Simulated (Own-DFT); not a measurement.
# How strain changes the stress of 4H SiC, 72 atoms (C36Si36)

All numbers below are calculated, not measured. The program, named Own-DFT, is a retired in-house plane-wave density functional code that no person has reviewed. Each row is one single-point run on a periodic cell that was not relaxed, without spin or spin-orbit coupling.

Settings of every run: PBE; PseudoDojo norm-conserving scalar-relativistic files; cutoff 42 hartree; 4 x 4 x 3 k mesh centred on Gamma; Fermi-Dirac smearing of 0.1 eV.

Known limits: forces on such cells passed a denser k mesh, each cell not checked; stress not checked against mesh or cutoff.

Unstrained cell vectors in Å: (9.248, 0.000, 0.000); (-4.624, 8.009, 0.000); (0.000, 0.000, 10.068). The unstrained cell has measured lattice constants (interpolated for alloys), not those of this functional. That, the random moves and any unrelaxed bonds set the pressure at no strain. Each run strains this cell uniformly, with the atoms carried along. Every atom was also moved at random, by a Gaussian of width 0.05 Å on each axis. Strain is the symmetric tensor, in per cent. Stress is positive in tension, and the pressure is minus a third of its trace.

```
run  e_xx (%)  e_yy (%)  e_zz (%)  e_yz (%)  e_xz (%)  e_xy (%)  s_xx (GPa)  s_yy (GPa)  s_zz (GPa)  s_yz (GPa)  s_xz (GPa)  s_xy (GPa)  P (GPa)  E (meV/atom)
  1     -1.69      1.70      0.28      1.95     -1.79     -1.32      -12.03        3.51       -4.78        6.51       -6.31       -5.82     4.43          15.1
  2     -0.42     -0.25     -0.68      1.53      0.77      1.28       -6.93       -6.21      -12.19        4.40        2.50        6.98     8.44          27.1
  3     -0.78     -1.44      0.76     -1.79      0.42      0.01      -10.03      -13.42       -2.65       -6.38        1.50       -1.42     8.70          14.1
  4      0.09     -0.04     -0.99     -1.51     -0.70      0.09       -4.90       -5.06      -12.93       -4.98       -2.40       -1.24     7.63          21.1
  5      1.50      0.17      1.76     -1.08      0.39      0.62        3.57       -2.85        4.49       -3.21        0.95        2.72    -1.74          14.5
  6     -0.69     -1.51     -0.01      0.09      1.35      0.52      -10.19      -14.43       -7.70        0.57        5.53        2.11    10.77          29.9
  7     -0.12      1.71     -0.51      0.32     -1.00     -0.32       -5.22        4.28       -7.10        1.47       -3.31       -1.19     2.68           6.1
  8      1.28      1.84     -0.86      1.67      1.42      1.25        3.54        4.43       -9.54        5.93        3.99        5.17     0.53          17.8
  9     -1.54      0.92      1.02      1.30      1.28      0.79      -13.63       -1.81        0.62        4.80        3.68        3.12     4.94          32.8
 10      1.64     -0.94      1.34      1.82      1.81     -1.51        2.01       -8.58        1.72        5.11        5.87       -6.42     1.62          47.9
 11     -1.85     -0.24     -1.95     -0.25     -0.77     -1.46      -17.29       -9.69      -20.93       -1.05       -1.81       -7.33    15.97          55.1
 12      0.12     -1.03      1.11     -1.89      1.85     -0.36       -5.38      -13.02        0.75       -6.80        6.77       -0.51     5.88          37.9
 13      1.35      0.97     -1.82      1.11      0.34     -1.88        0.97        1.14      -15.31        4.49        2.22       -8.61     4.40          30.2
 14      0.03     -0.65     -0.65      0.94     -1.68     -1.17       -5.82       -9.52      -10.05        3.34       -6.17       -5.68     8.46          30.1
 15     -0.84     -1.33      1.86      1.21     -0.45      1.04      -12.25      -10.90        3.70        4.15       -2.06        4.81     6.49          33.3
 16     -1.24      1.68     -1.23      0.41     -1.20      1.01      -10.92        3.80      -13.18        1.37       -3.69        4.44     6.77           0.0
 17      1.86      1.49     -0.95     -1.73      0.43     -1.90           ?           ?           ?           ?           ?           ?        ?             ?
```

E is the free energy for each atom above the lowest run shown.

## Worked fit

Each stress component was fitted by least squares to a constant and the strains of the runs shown, as fractions, with shears doubled. Shear strains stay in the fit of a normal stress only where such slopes are resolved. The slopes, in GPa:

```
stress,at no strain,per e_xx,per e_yy,per e_zz,scatter
s_xx,-5.5,539 ± 21,94 ± 22,24 ± 22,0.94
s_yy,-5.3,65 ± 26,561 ± 27,33 ± 27,1.16
s_zz,-6.3,58 ± 20,85 ± 20,626 ± 20,0.88
```

Each shear stress against twice its own strain: yz 165 ± 5, xz 178 ± 6, xy 224 ± 11 GPa. These are stiffnesses along x, y and z of the frame in which the cell vectors are given, which need not be the crystal's axes. The atoms are held to the strained lattice; where symmetry lets them move under strain, relaxing them would lower some slopes. The table should be nearly symmetric about its diagonal, and what it lacks of that shows the noise. A ninth of its sum, 232 ± 7 GPa, estimates the bulk modulus near the mean pressure of these runs, 6.0 GPa, so it lies above the value at zero pressure.

## Withheld run

Question: what normal stresses and pressure should run 17 give?

The fit gives s_xx = 5.7, s_yy = 3.9, s_zz = -9.9 and P = 0.1 GPa. The calculation gave 4.71, 2.70, -9.35 and P = 0.65 GPa.
